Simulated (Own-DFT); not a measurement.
# Strain and stress in beta-Si3N4, 112 atoms (N64Si48)

All numbers below are calculated, not measured. The program, named Own-DFT, is a retired in-house plane-wave density functional code that no person has reviewed. Each row is one single-point run on a periodic cell that was not relaxed, without spin or spin-orbit coupling.

Settings of every run: PBE; PseudoDojo norm-conserving scalar-relativistic files; cutoff 42 hartree; 2 x 2 x 4 k mesh centred on Gamma; Fermi-Dirac smearing of 0.1 eV.

Known limits: forces on such cells moved up to 12 meV/angstrom on a denser k mesh; stress not checked against mesh or cutoff.

Unstrained cell vectors in Å: (15.212, 0.000, 0.000); (-7.606, 13.174, 0.000); (0.000, 0.000, 5.818). The unstrained cell has measured lattice constants (interpolated for alloys), not those of this functional. That, the random moves and any unrelaxed bonds set the pressure at no strain. Each run strains this cell uniformly, with the atoms carried along. Every atom was also moved at random, by a Gaussian of width 0.05 Å on each axis. Strain is the symmetric tensor, in per cent. Stress is positive in tension, and the pressure is minus a third of its trace.

| run | e_xx (%) | e_yy (%) | e_zz (%) | e_yz (%) | e_xz (%) | e_xy (%) | s_xx (GPa) | s_yy (GPa) | s_zz (GPa) | s_yz (GPa) | s_xz (GPa) | s_xy (GPa) | P (GPa) | E (meV/atom) |
|---|---|---|---|---|---|---|---|---|---|---|---|---|---|---|
| 1 | -1.22 | 1.51 | 0.61 | 1.75 | -1.56 | -1.12 | -13.28 | -1.71 | -5.62 | 5.93 | -4.94 | -5.14 | 6.87 | 37.6 |
| 2 | -1.84 | -1.66 | -0.82 | -0.17 | 0.71 | 0.52 | -22.61 | -18.53 | -19.41 | 0.66 | 2.01 | 1.85 | 20.18 | 48.1 |
| 3 | 0.97 | -0.47 | 0.54 | 0.47 | 0.32 | -0.10 | -3.12 | -6.84 | -7.01 | 1.72 | 0.44 | -1.58 | 5.66 | 20.0 |
| 4 | 1.52 | -1.56 | 0.59 | 0.61 | -0.42 | -0.45 | -0.62 | -12.50 | -5.44 | 1.88 | -1.57 | -1.84 | 6.19 | 0.0 |
| 5 | 0.72 | -0.31 | 1.79 | -0.13 | -0.26 | -1.04 | -3.01 | -5.25 | 0.94 | 0.65 | 0.54 | -4.81 | 2.44 | 8.4 |
| 6 | 1.11 | 0.41 | 0.35 | -0.25 | -0.43 | -0.66 | -3.05 | -2.45 | -5.08 | -2.81 | -1.86 | -4.92 | 3.53 | 2.8 |
| 7 | 0.07 | -1.42 | 1.45 | -0.36 | -0.76 | -1.46 | -5.68 | -14.84 | -2.97 | -1.61 | -3.75 | -7.60 | 7.83 | 19.4 |
| 8 | 1.40 | -1.69 | -1.62 | 0.69 | 0.41 | -0.51 | -3.40 | -16.74 | -22.67 | 3.76 | 1.61 | -2.47 | 14.27 | 51.0 |
| 9 | 0.97 | 0.02 | -1.55 | -1.38 | -1.66 | 1.36 | -5.17 | -7.80 | -17.84 | -3.37 | -4.58 | 4.45 | 10.27 | 33.8 |
| 10 | 1.08 | 0.98 | -1.66 | -1.84 | 0.25 | -0.25 | -2.15 | -3.49 | -17.33 | -6.47 | 3.18 | 0.14 | 7.66 | 16.1 |
| 11 | -1.35 | -1.55 | -0.94 | 0.86 | -1.95 | -0.90 | -16.49 | -19.42 | -20.69 | 1.99 | -8.45 | -2.91 | 18.87 | 50.4 |
| 12 | 1.59 | 0.93 | 1.07 | 1.10 | 1.03 | 0.10 | 1.13 | -0.67 | -0.24 | 2.00 | 3.65 | 0.93 | -0.07 | 28.0 |
| 13 | -0.86 | 1.18 | 0.74 | -0.59 | -0.23 | -0.06 | -8.81 | -1.66 | -4.37 | -2.28 | -1.90 | -1.78 | 4.94 | 6.8 |
| 14 | 0.92 | -1.48 | -0.47 | -1.03 | -1.90 | 1.96 | -3.36 | -15.48 | -14.00 | -3.40 | -5.40 | 8.28 | 10.95 | 37.8 |
| 15 | -1.14 | 0.15 | 1.50 | -0.70 | 1.04 | -0.56 | -13.44 | -8.18 | 1.36 | -3.61 | 2.60 | -2.23 | 6.75 | 30.2 |
| 16 | 0.47 | -1.30 | -0.27 | 0.67 | 0.28 | -0.60 | -9.18 | -13.46 | -11.31 | 2.65 | -1.89 | -1.08 | 11.32 | 25.0 |
| 17 | -1.22 | -0.07 | 0.18 | 1.31 | 1.91 | -1.25 | ? | ? | ? | ? | ? | ? | ? | ? |

E is the free energy for each atom above the lowest run shown.

## Worked fit

Each stress component was fitted by least squares to a constant and the strains of the runs shown, as fractions, with shears doubled. Shear strains stay in the fit of a normal stress only where such slopes are resolved. The slopes, in GPa:

```
stress,at no strain,per e_xx,per e_yy,per e_zz,scatter
s_xx,-8.2,538 ± 35,85 ± 36,101 ± 36,1.55
s_yy,-7.8,148 ± 24,509 ± 25,109 ± 25,1.09
s_zz,-9.7,105 ± 28,154 ± 29,646 ± 29,1.24
```

Each shear stress against twice its own strain: yz 168 ± 18, xz 161 ± 17, xy 208 ± 21 GPa. These are stiffnesses along x, y and z of the frame in which the cell vectors are given, which need not be the crystal's axes. The atoms are held to the strained lattice; where symmetry lets them move under strain, relaxing them would lower some slopes. The table should be nearly symmetric about its diagonal, and what it lacks of that shows the noise. A ninth of its sum, 266 ± 7 GPa, estimates the bulk modulus near the mean pressure of these runs, 8.6 GPa, so it lies above the value at zero pressure.

## Withheld run

Question: what normal stresses and pressure should run 17 give?

The fit gives s_xx = -14.7, s_yy = -9.8, s_zz = -9.9 and P = 11.5 GPa. The calculation gave -16.64, -6.11, -11.30 and P = 11.35 GPa.
